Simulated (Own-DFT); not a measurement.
# Which defects push the lattice out? wurtzite GaN

No measurement is shown. These are fixed-geometry runs of a retired plane-wave code named Own-DFT, which no person has reviewed; spin and spin-orbit coupling are neglected.

All runs used: PBE; PseudoDojo norm-conserving scalar-relativistic files; cutoff 42 hartree; 4 x 4 x 3 k mesh centred on Gamma; Fermi-Dirac smearing of 0.1 eV.

Known weak points (not all hold for every row): not probed for a lower state with spin; forces not confirmed at this smearing and k mesh; stress not checked against mesh or cutoff.

All runs share one cell, with vectors in Å (9.567, 0.000, 0.000); (-4.784, 8.285, 0.000); (0.000, 0.000, 10.370) and a volume of 822.0 Å³. The atoms are randomly displaced, by u rms on each axis. The defect's site can differ from row to row.

```
               cell  formula   u (Å)  P (GPa)
          no defect  Ga36N36  0.0204     5.90
          no defect  Ga36N36  0.0472     7.46
          no defect  Ga36N36  0.0544     8.24
one Ga on an N site  Ga37N35  0.0286    11.80
one Ga on an N site  Ga37N35  0.0322    12.10
one Ga on an N site  Ga37N35  0.0499    12.71
 one N on a Ga site  Ga35N37  0.0277     5.40
 one N on a Ga site  Ga35N37  0.0324     5.54
 one N on a Ga site  Ga35N37  0.0468     6.20
 one N on a Ga site  Ga35N37  0.0518        ?
```

## What the rows give

P = P0 + c u² + a shift for each defect gives P0 = 5.82 GPa, c = 737 ± 91 GPa/Å² and a scatter of 0.23 GPa. The shifts, and each times the cell's volume:

- one Ga on an N site: 5.31 ± 0.19 GPa, 27.2 eV
- one N on a Ga site: -1.09 ± 0.19 GPa, -5.6 eV

A positive shift means that the defect pushes the cell outwards. Shift times volume (160.2 GPa Å³ is 1 eV) depends little on the cell's size, so, taken for each site, it can be compared between cells at like pressure. The atoms around the defects weren't relaxed, which would change these numbers.

## Prediction

Asked: what pressure belongs in the blank (one N on a Ga site, u = 0.0518 Å)?

The fitted form gives 6.71 ± 0.29 GPa. The run itself gave 7.04 GPa.
